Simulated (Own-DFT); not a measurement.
# Same atoms, different arrangement: Ga32P32, 64 atoms

These are calculations, not measurements. They come from Own-DFT, an in-house plane-wave density functional program, since retired, whose code no person has reviewed. Each row is one single-point run on a periodic cell that was not relaxed, without spin or spin-orbit coupling.

Settings of every run: PBE; PseudoDojo norm-conserving scalar-relativistic files; cutoff 42 hartree; 3 x 3 x 3 k mesh centred on Gamma; Fermi-Dirac smearing of 0.1 eV.

Known limits, some of them of some rows only: not probed for a lower state with spin; forces on such cells failed a check on a denser k mesh; forces on such cells passed a denser k mesh, each cell not checked; stress not checked against mesh or cutoff.

All cells hold the same atoms in the same cell, with vectors in Å (10.901, 0.000, 0.000); (0.000, 10.901, 0.000); (0.000, 0.000, 10.901). Every atom was moved at random from its ideal site; u is the rms move along one axis. The defect's site can differ from row to row. E is the free energy of the cell above the lowest run. The arrangements:

- A: zincblende GaP
- B: zincblende GaP, with one Ga on a P site and one P on a Ga site, 2.4 Å apart

```
arrangement,u (Å),E (eV),P (GPa)
A,0.0194,0.006,2.71
A,0.0194,0.011,2.71
A,0.0198,0.000,2.71
A,0.0498,2.627,3.32
A,0.0510,2.609,3.35
A,0.0532,2.840,3.37
B,0.0290,3.728,3.02
B,0.0302,3.666,2.97
B,0.0310,3.862,3.01
B,0.0466,5.078,3.33
B,0.0502,5.185,3.40
B,0.0523,6.092,3.60
```

Question: once the cost of the random moves is taken out, how do the arrangements rank?

## Worked answer

Fit E = a + b u², with one b for all and one a for each arrangement, and with residuals divided by u², since the noise grows with the moves. Then b = 1153 eV/Å², the scatter at u = 0.04 Å is 0.14 eV, and against A:

- B: 3.13 ± 0.06 eV (higher)

These are energies of unrelaxed cells. Relaxing the atoms lowers the strained arrangements most, so the gaps would shrink and small ones could change sign.
